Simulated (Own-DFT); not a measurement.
# Computed records: Si₁₂O₂₃ (quartz with two neutral oxygen vacancies, strained, atoms displaced)

Computed with Own-DFT development build. A calculation, not a measurement: plane-wave PBE and HSE06 DFT by an unreviewed code, no spin, of a simulated cell at Gamma alone, so results move with cell size and shape, stress positive in tension, energies less offsets, not probed for a lower state with spin; oxygen file: force components 24 meV/angstrom off all-electron in a glass; k mesh not checked against a denser one; forces and stress are PBE's, HSE06 gives the energy alone, and its difference from PBE has offsets of its own; offsets are fitted by least squares, one for each functional and potential file, so energies compare only between cells with the same atoms and settings and are not formation energies; the far tail of each file's local potential was reset to the Coulomb form; each entry is a single point on an unrelaxed cell, so the pressure reflects the starting lattice, mostly measured values (interpolated for alloys), from which strain is counted, and rises with the displacements; printed positions are rounded, which can move forces by about a meV/angstrom; the program, named Own-DFT, is a retired in-house code; no spin-orbit coupling.

Common to all runs: first functional PBE; second functional HSE06; exact exchange share 0.25; screening 0.11 1/bohr; exchange divergence Gygi-Baldereschi; potential files PseudoDojo norm-conserving, scalar-relativistic, made for PBE, standard set; wave cutoff 48 hartree; occupations fixed; k mesh 1 x 1 x 1 centred on Gamma.

(1) Si₁₂O₂₃ (quartz with two neutral oxygen vacancies, strained, atoms displaced)

```
Si12O23
1.0
      9.8539     0.0411     0.1854
     -4.8914     8.6102    -0.2374
      0.2040    -0.1838    10.9821
Si O Si O Si O Si O Si O Si O Si O Si O
3 6 3 6 3 6 3 6 3 5 3 6 3 6 3 5
Direct
  0.23135 0.01434 0.99456
  0.00377 0.23602 0.34502
  0.26483 0.25711 0.15425
  0.21349 0.14062 0.05863
  0.41144 0.28914 0.22363
  0.35755 0.06963 0.40361
  0.07667 0.36757 0.42696
  0.12785 0.21023 0.28497
  0.30224 0.42884 0.10327
  0.23384 0.00050 0.49365
  0.00046 0.23963 0.83510
  0.26913 0.25572 0.66466
  0.21701 0.14958 0.55494
  0.41989 0.29321 0.73371
  0.38145 0.08817 0.90229
  0.06865 0.36702 0.93826
  0.14289 0.22253 0.76456
  0.29367 0.42392 0.58825
  0.22565 0.49375 0.99807
  0.00305 0.72878 0.33510
  0.26542 0.76555 0.17713
  0.21199 0.63010 0.06099
  0.44324 0.81034 0.21837
  0.38606 0.59106 0.40250
  0.09011 0.88680 0.43396
  0.13812 0.70193 0.26782
  0.30215 0.92466 0.11878
  0.23159 0.50232 0.49761
  0.99431 0.71962 0.82698
  0.26812 0.78290 0.66651
  0.20920 0.64856 0.57014
  0.42690 0.79841 0.73033
  0.36763 0.57603 0.89476
  0.06664 0.83863 0.94126
  0.14053 0.71505 0.77141
  0.29149 0.92329 0.60059
  0.73165 0.00416 0.00069
  0.49642 0.22735 0.32835
  0.75721 0.26361 0.16339
  0.91703 0.27732 0.22455
  0.87930 0.08982 0.39166
  0.55823 0.36580 0.43053
  0.61474 0.18706 0.26206
  0.77412 0.41588 0.11218
  0.72069 0.00195 0.49793
  0.49487 0.22956 0.82720
  0.75832 0.26886 0.66903
  0.70200 0.12686 0.56212
  0.92840 0.28786 0.72264
  0.86610 0.07413 0.88566
  0.55545 0.36273 0.94440
  0.64526 0.20684 0.76799
  0.77188 0.42446 0.60685
  0.73759 0.48835 0.99282
  0.49080 0.72596 0.33348
  0.75967 0.77722 0.15795
  0.70290 0.63918 0.06156
  0.92095 0.77056 0.22364
  0.86545 0.57672 0.40159
  0.57926 0.87266 0.43912
  0.63830 0.71200 0.27357
  0.78819 0.92028 0.09774
  0.71839 0.49894 0.48460
  0.50467 0.73946 0.83161
  0.77738 0.77228 0.65216
  0.70157 0.62901 0.55525
  0.92908 0.79606 0.71620
  0.87338 0.58206 0.88020
  0.63841 0.70547 0.77804
  0.78200 0.91993 0.60237
```

It finds PBE energy of cell above offsets -5.593 eV; HSE06 less PBE above offsets 1.167 eV; PBE pressure 7.5 GPa; PBE stress xx -4.24 GPa; PBE stress yy -12.02 GPa; PBE stress zz -6.24 GPa; PBE stress yz -3.68 GPa; PBE stress xz 7.63 GPa; PBE stress xy -3.23 GPa.

Force:
| element | x (eV/Å) | y (eV/Å) | z (eV/Å) |
| --- | --- | --- | --- |
| Si | 5.064 | -10.14 | -0.97 |
| Si | -3.759 | -1.622 | -9.107 |
| Si | -5.051 | 9.152 | 9.922 |
| O | -3.028 | -4.231 | -5.392 |
| O | 4.553 | -0.827 | 2.749 |
| O | 6.992 | 5.809 | -7.55 |
| O | 0.248 | 10.27 | 7.638 |
| O | 7.506 | -0.516 | -6.019 |
| O | -1.094 | -1.461 | -0.837 |
| Si | -0.489 | 1.701 | 9.044 |
| Si | -0.382 | -2.201 | -3.573 |
| Si | -2.914 | 6.464 | -0.344 |
| O | 0.943 | -5.174 | -3.699 |
| O | 2.587 | -0.042 | 0.265 |
| O | -1.403 | -3.339 | 0.594 |
| O | -0.648 | 0.529 | 1.242 |
| O | -2.217 | -1.046 | 2.828 |
| O | 0.775 | -1.314 | 1.792 |
| Si | 4.314 | 1.232 | 0.713 |
| Si | -2.621 | 2.019 | -1.273 |
| Si | 5.608 | 2.204 | -7.356 |
| O | -1.81 | 2.057 | 2.136 |
| O | 0.213 | -2.194 | 2.494 |
| O | -3.685 | -6.847 | 3.626 |
| O | -4.956 | -7.566 | -3.93 |
| O | -4.594 | -3.056 | 6.181 |
| O | -3.039 | 2.822 | -2.968 |
| Si | 0.3 | 0.989 | 1.52 |
| Si | 0.884 | 9.364 | -4.971 |
| Si | 3.753 | -2.152 | 3.269 |
| O | 1.449 | -5.074 | -4.583 |
| O | -0.359 | 0.447 | -0.199 |
| O | -0.114 | 0.192 | -0.388 |
| O | 0.876 | 5.442 | 2.359 |
| O | 0.117 | -0.598 | 0.277 |
| O | -2.198 | 4.773 | -1.96 |
| Si | -1.978 | 0.319 | -1.263 |
| Si | -4.984 | -1.049 | -0.164 |
| Si | 5 | -4.31 | -0.151 |
| O | -1.176 | 0.661 | 0.336 |
| O | -4.629 | -7.984 | 5.137 |
| O | 0.294 | -0.017 | -0.273 |
| O | 0.911 | -0.146 | 0.032 |
| O | -0.808 | 2.71 | -2.252 |
| Si | 8.402 | -0.736 | -1.036 |
| Si | 2.146 | 3.381 | 0.47 |
| Si | 6.735 | 3.505 | -7.214 |
| O | -3.365 | 5 | 2.787 |
| O | -1.815 | 0.503 | -0.449 |
| O | 0.271 | 0.246 | 0.877 |
| O | 2.735 | 0.921 | -0.962 |
| O | -7.713 | -2.883 | 7.639 |
| O | -0.024 | -0.838 | -0.909 |
| Si | -4.001 | 2.988 | 1.07 |
| Si | 2.79 | 9.036 | -5.023 |
| Si | 4.356 | -5.413 | 4.916 |
| O | 2.403 | -3.932 | -3.172 |
| O | -0.589 | 0.61 | 0.373 |
| O | 2.581 | 1.08 | -2.126 |
| O | -3.003 | -3.743 | -2.86 |
| O | -0.751 | 0.168 | 0.162 |
| O | -1.01 | 4.977 | -1.82 |
| Si | 1.591 | -2.322 | 3.911 |
| Si | -0.683 | 0.411 | 1.593 |
| Si | -2.714 | -1.717 | 3.222 |
| O | -1.66 | 1.412 | 0.381 |
| O | 2.559 | -0.591 | 1.626 |
| O | -4.562 | -10.88 | 5.534 |
| O | 1.685 | 0.607 | -2.342 |
| O | -0.814 | 1.959 | -1.581 |

(2) Si₁₂O₂₃ (quartz with two neutral oxygen vacancies, strained, atoms displaced)

```
Si12O23
1.0
      9.7298    -0.1558    -0.0692
     -4.9999     8.5591     0.0490
     -0.0761     0.0183    10.7982
Si O Si O Si O Si O Si O Si O Si O Si O
3 6 3 6 3 6 3 6 3 5 3 6 3 5 3 6
Direct
  0.22971 0.98983 0.99746
  0.99812 0.23114 0.32713
  0.26334 0.26286 0.18282
  0.20053 0.12944 0.07327
  0.42413 0.29768 0.23535
  0.35448 0.07677 0.38554
  0.07179 0.35502 0.44980
  0.13339 0.20757 0.27257
  0.30147 0.43185 0.11989
  0.22252 0.01049 0.49671
  0.00442 0.24146 0.83274
  0.27931 0.28323 0.66722
  0.20777 0.13504 0.56767
  0.42481 0.28987 0.73381
  0.38881 0.08324 0.88813
  0.06988 0.34312 0.94702
  0.13170 0.21175 0.75914
  0.29379 0.43315 0.60302
  0.22139 0.50130 0.99575
  0.99880 0.74072 0.33364
  0.25324 0.74770 0.16479
  0.21499 0.63845 0.05100
  0.42570 0.78842 0.23177
  0.36261 0.56772 0.39589
  0.07815 0.86506 0.42914
  0.11711 0.69470 0.26634
  0.29850 0.92309 0.11038
  0.24498 0.50893 0.50573
  0.99458 0.73465 0.82985
  0.26853 0.78219 0.66601
  0.20121 0.63203 0.57125
  0.42554 0.80379 0.73192
  0.37058 0.56491 0.89514
  0.08122 0.85648 0.93093
  0.13710 0.71935 0.76987
  0.28670 0.93243 0.60538
  0.75108 0.01593 0.01049
  0.47247 0.23321 0.33645
  0.77048 0.28266 0.16211
  0.71021 0.14432 0.06895
  0.94108 0.29584 0.22072
  0.56247 0.36217 0.42476
  0.62460 0.21135 0.27691
  0.80053 0.43829 0.10633
  0.75196 0.00647 0.50014
  0.51469 0.24399 0.83456
  0.76928 0.26889 0.67005
  0.72059 0.14764 0.56214
  0.93175 0.29947 0.73085
  0.87465 0.06928 0.88460
  0.57426 0.37206 0.92364
  0.63278 0.20417 0.77053
  0.79624 0.41897 0.62490
  0.73050 0.50912 0.99581
  0.51541 0.73781 0.33993
  0.76631 0.76260 0.17507
  0.71451 0.64322 0.05146
  0.93836 0.79387 0.22134
  0.86094 0.57152 0.39545
  0.63630 0.71199 0.28145
  0.77891 0.91751 0.11614
  0.73096 0.50089 0.50488
  0.49942 0.72649 0.84069
  0.76766 0.77707 0.67329
  0.69837 0.62952 0.56217
  0.94038 0.79844 0.72356
  0.85852 0.57280 0.89105
  0.59029 0.86994 0.93817
  0.64253 0.70653 0.77218
  0.79793 0.93498 0.61841
```

It finds PBE energy of cell above offsets -9.614 eV; HSE06 less PBE above offsets 0.039 eV; PBE pressure 13.12 GPa; PBE stress xx -10.9 GPa; PBE stress yy -14.44 GPa; PBE stress zz -14.02 GPa; PBE stress yz 0.29 GPa; PBE stress xz -0.94 GPa; PBE stress xy -0.08 GPa.

Force:
| element | x (eV/Å) | y (eV/Å) | z (eV/Å) |
| --- | --- | --- | --- |
| Si | 3.205 | 5.396 | 2.235 |
| Si | -1.071 | -0.712 | 6.398 |
| Si | 0.533 | 2.695 | -9.083 |
| O | 1.53 | -2.346 | -2.003 |
| O | -1.854 | 3.465 | -5.155 |
| O | -2.489 | -6.029 | 3.026 |
| O | 0.163 | 0.387 | -0.907 |
| O | -3.089 | -3.053 | 4.936 |
| O | -2.002 | 0.774 | -2.066 |
| Si | 4.195 | -1.613 | 0.99 |
| Si | 1.514 | -4.055 | -3.891 |
| Si | -1.096 | -2.395 | -0.352 |
| O | -1.639 | 2.048 | -0.025 |
| O | 0.464 | 1.469 | -1.471 |
| O | -3.544 | -4.991 | 4.146 |
| O | -0.474 | 3.493 | 3.509 |
| O | -0.823 | 0.139 | 1.672 |
| O | 3.936 | -0.987 | 3.996 |
| Si | 6.664 | -3.515 | 1.986 |
| Si | 1.93 | -6.384 | -1.626 |
| Si | 1.236 | 4.434 | 2.735 |
| O | -2.119 | 0.257 | -0.975 |
| O | -0.196 | -0.517 | 0.099 |
| O | 2.35 | 2.278 | -2.33 |
| O | -1.175 | 3.144 | 3.82 |
| O | 0.458 | -0.695 | 0.311 |
| O | -0.904 | -0.358 | -1.076 |
| Si | -6.699 | 0.157 | -2.049 |
| Si | 2.989 | -3.366 | -1.161 |
| Si | 0.98 | -2.601 | -0.088 |
| O | 0.807 | -0.292 | -1.316 |
| O | 3.154 | -0.735 | 1.718 |
| O | -1.627 | -2.116 | 0.933 |
| O | -1.418 | 1.754 | 2.876 |
| O | -0.98 | -1.43 | 1.65 |
| O | -1.092 | 2.484 | -2.154 |
| Si | -0.94 | -1.401 | -2.973 |
| Si | 10.09 | -1.468 | -1.959 |
| Si | -0.428 | -2.668 | 6.613 |
| O | 1.331 | -2.882 | -3.179 |
| O | -3.441 | 1.424 | -2.804 |
| O | 1.927 | 7.343 | 8.071 |
| O | 1.103 | 0.903 | -1.825 |
| O | -1.606 | 3.038 | -2.083 |
| Si | -1.82 | 1.76 | -2.723 |
| Si | -0.273 | -4.445 | -4.991 |
| Si | 2.287 | -5.627 | 2.186 |
| O | 1.14 | -3.536 | -2.635 |
| O | 0.277 | 1.123 | 0.059 |
| O | -1.315 | -0.852 | 2.707 |
| O | 0.041 | 6.49 | 6.731 |
| O | 0.958 | -0.69 | 0.64 |
| O | -5.388 | 9.713 | -6.004 |
| Si | 1.304 | -2.689 | 0.791 |
| Si | -7.48 | 2.06 | 3.757 |
| Si | -0.001 | -0.028 | -2.568 |
| O | -1.877 | 1.956 | 2.446 |
| O | -2.866 | 0.964 | -2.093 |
| O | 0.256 | 0.874 | -0.196 |
| O | 6.39 | -2.056 | -2.578 |
| O | 0.754 | 1.358 | 0.535 |
| Si | 0.542 | -2.8 | 0.364 |
| Si | 0.207 | 4.647 | -2.798 |
| Si | 4.577 | -2.05 | -3.208 |
| O | -0.193 | 1.501 | 1.097 |
| O | -4.157 | 1.38 | -3.387 |
| O | 1.458 | 0.602 | -1.492 |
| O | -0.378 | 0.097 | 0.693 |
| O | -4.234 | -1.868 | 4.156 |
| O | -0.057 | 1.645 | -0.654 |

(3) Si₁₂O₂₃ (quartz with two neutral oxygen vacancies, strained, atoms displaced)

```
Si12O23
1.0
      9.7972     0.0244     0.0334
     -4.8775     8.6246    -0.0811
      0.0368    -0.0817    10.8380
Si O Si O Si O Si O Si O Si O Si O Si O
3 6 3 6 3 5 3 6 3 6 3 6 3 5 3 6
Direct
  0.22819 0.99814 0.99153
  0.99029 0.20673 0.33616
  0.28008 0.26727 0.15923
  0.19404 0.13610 0.05848
  0.43231 0.29123 0.24296
  0.36362 0.08156 0.38787
  0.07158 0.37616 0.44546
  0.12810 0.21431 0.26907
  0.31030 0.43819 0.10488
  0.23110 0.00772 0.50308
  0.99352 0.23043 0.83374
  0.25473 0.26214 0.66801
  0.20201 0.13313 0.55956
  0.43045 0.30562 0.72548
  0.37603 0.08588 0.89470
  0.07616 0.36744 0.93612
  0.13245 0.22136 0.77330
  0.29221 0.42229 0.60221
  0.23590 0.49869 0.99374
  0.00251 0.72422 0.34349
  0.27465 0.76941 0.19042
  0.19056 0.63095 0.05340
  0.43452 0.79066 0.22585
  0.36638 0.57685 0.38484
  0.08305 0.86095 0.44391
  0.29627 0.93181 0.10558
  0.20716 0.49563 0.50185
  0.00014 0.73837 0.82700
  0.26540 0.77286 0.65609
  0.21902 0.63540 0.56926
  0.41778 0.79150 0.72786
  0.35924 0.56948 0.90307
  0.08028 0.87587 0.93708
  0.14182 0.71645 0.78160
  0.30054 0.92570 0.61452
  0.73724 0.00062 0.00689
  0.49201 0.22719 0.33463
  0.77285 0.26582 0.17116
  0.71017 0.13932 0.07301
  0.91965 0.29872 0.23399
  0.85623 0.06505 0.39943
  0.58053 0.37125 0.44473
  0.63863 0.21719 0.26311
  0.80801 0.43375 0.10343
  0.73011 0.99371 0.49538
  0.50039 0.23732 0.83314
  0.77649 0.27105 0.67782
  0.70892 0.13376 0.55940
  0.91869 0.28313 0.72838
  0.87105 0.07600 0.89823
  0.58941 0.35797 0.93702
  0.63342 0.20142 0.78251
  0.81183 0.42814 0.61050
  0.73516 0.50496 0.00343
  0.48014 0.73127 0.34689
  0.76373 0.75264 0.17078
  0.71267 0.62795 0.05778
  0.87079 0.57888 0.39798
  0.57957 0.86849 0.44304
  0.62997 0.70665 0.27940
  0.79851 0.92508 0.11098
  0.74102 0.48419 0.49034
  0.49640 0.72591 0.85075
  0.75663 0.76074 0.66119
  0.69757 0.62492 0.53708
  0.91775 0.78143 0.72197
  0.87342 0.56970 0.88676
  0.56137 0.85876 0.93371
  0.63892 0.69051 0.76664
  0.79614 0.93445 0.60647
```

Results for Si₁₂O₂₃ (quartz with two neutral oxygen vacancies, strained, atoms displaced): PBE energy of cell above offsets -5.422 eV; HSE06 less PBE above offsets 0.902 eV; PBE pressure 9.9 GPa; PBE stress xx -9.57 GPa; PBE stress yy -13.44 GPa; PBE stress zz -6.67 GPa; PBE stress yz -2.25 GPa; PBE stress xz 1.24 GPa; PBE stress xy -5.59 GPa.

Force:
| element | x (eV/Å) | y (eV/Å) | z (eV/Å) |
| --- | --- | --- | --- |
| Si | 4.875 | 4.059 | 4.194 |
| Si | -4.637 | 6.598 | -0.423 |
| Si | -2.246 | 2.572 | 2.06 |
| O | 1.425 | -1.517 | -1.227 |
| O | -7.13 | 2.971 | -7.348 |
| O | -2.23 | -5.397 | 3.806 |
| O | -6.144 | -10.12 | -6.038 |
| O | 4.995 | -0.187 | -2.16 |
| O | 0.579 | -1.938 | 0.541 |
| Si | 4.86 | -2.823 | -0.662 |
| Si | -0.751 | 1.586 | 1.963 |
| Si | 2.711 | 3.591 | -0.576 |
| O | -1.789 | 0.892 | 0.811 |
| O | -0.571 | -1.383 | 0.347 |
| O | -2.128 | -2.751 | 1.344 |
| O | -0.768 | -0.987 | -0.071 |
| O | 1.623 | -1.813 | -0.031 |
| O | -1.761 | 0.516 | -1.196 |
| Si | -6.237 | -1.814 | 8.328 |
| Si | 1.199 | 3.455 | -5.78 |
| Si | -7.278 | -0.95 | -5.714 |
| O | 1.638 | 0.689 | 2.435 |
| O | 1.963 | 1.655 | 0.197 |
| O | -4.665 | -7.844 | 4.75 |
| O | -0.556 | 0.63 | 0.959 |
| O | -0.029 | -0.812 | 0.709 |
| Si | 11.95 | 3.999 | 2.776 |
| Si | 0.093 | -1.971 | 2.203 |
| Si | 2.403 | -4.091 | 9.334 |
| O | -2.374 | -0.104 | -1.986 |
| O | 3.055 | -0.948 | 2.135 |
| O | 5.827 | 3.203 | -6.319 |
| O | -4.168 | -4.273 | -3.022 |
| O | 1.125 | 0.244 | -2.584 |
| O | -4.431 | 8.447 | -5.44 |
| Si | -1.309 | -0.056 | -0.335 |
| Si | 8.6 | 3.357 | 3.24 |
| Si | -4.09 | 5.02 | -2.795 |
| O | 1.461 | -5.583 | -5.053 |
| O | 7.675 | -0.541 | 4.77 |
| O | 3.458 | 1.024 | -3.756 |
| O | -2.713 | -5.821 | -3.167 |
| O | -4.275 | -1.585 | 4.297 |
| O | -0.333 | -0.79 | 0.581 |
| Si | -1.313 | 2.538 | 7.439 |
| Si | 0.049 | 0.828 | -2.548 |
| Si | -8.71 | -3.388 | -4.577 |
| O | -0.09 | 0.85 | 0.726 |
| O | 6.966 | 0.952 | 2.739 |
| O | -0.991 | -1.711 | 0.867 |
| O | -1.111 | 2.549 | 2.461 |
| O | 1.655 | 0.386 | -2.077 |
| O | -1.204 | 1.048 | -1.656 |
| Si | 8.072 | -6.366 | -4.711 |
| Si | 7.06 | 5.115 | -3.611 |
| Si | 0.094 | 1.492 | 3.058 |
| O | -5.181 | 5.47 | 2.605 |
| O | 1.867 | -2.303 | -0.991 |
| O | -3.937 | -3.39 | -1.53 |
| O | -0.278 | 0.19 | -0.505 |
| O | -0.189 | -0.787 | -0.379 |
| Si | -0.821 | 3.131 | 7.018 |
| Si | -0.208 | -4.188 | -11.06 |
| Si | 1.873 | -0.308 | -4.874 |
| O | 0.902 | 1.799 | 2.714 |
| O | -0.137 | 1.262 | -1.169 |
| O | -1.364 | 0.812 | 1.191 |
| O | 2.481 | 8.357 | 7.114 |
| O | -5.399 | -0.691 | 4.663 |
| O | 1.013 | -2.055 | 1.008 |
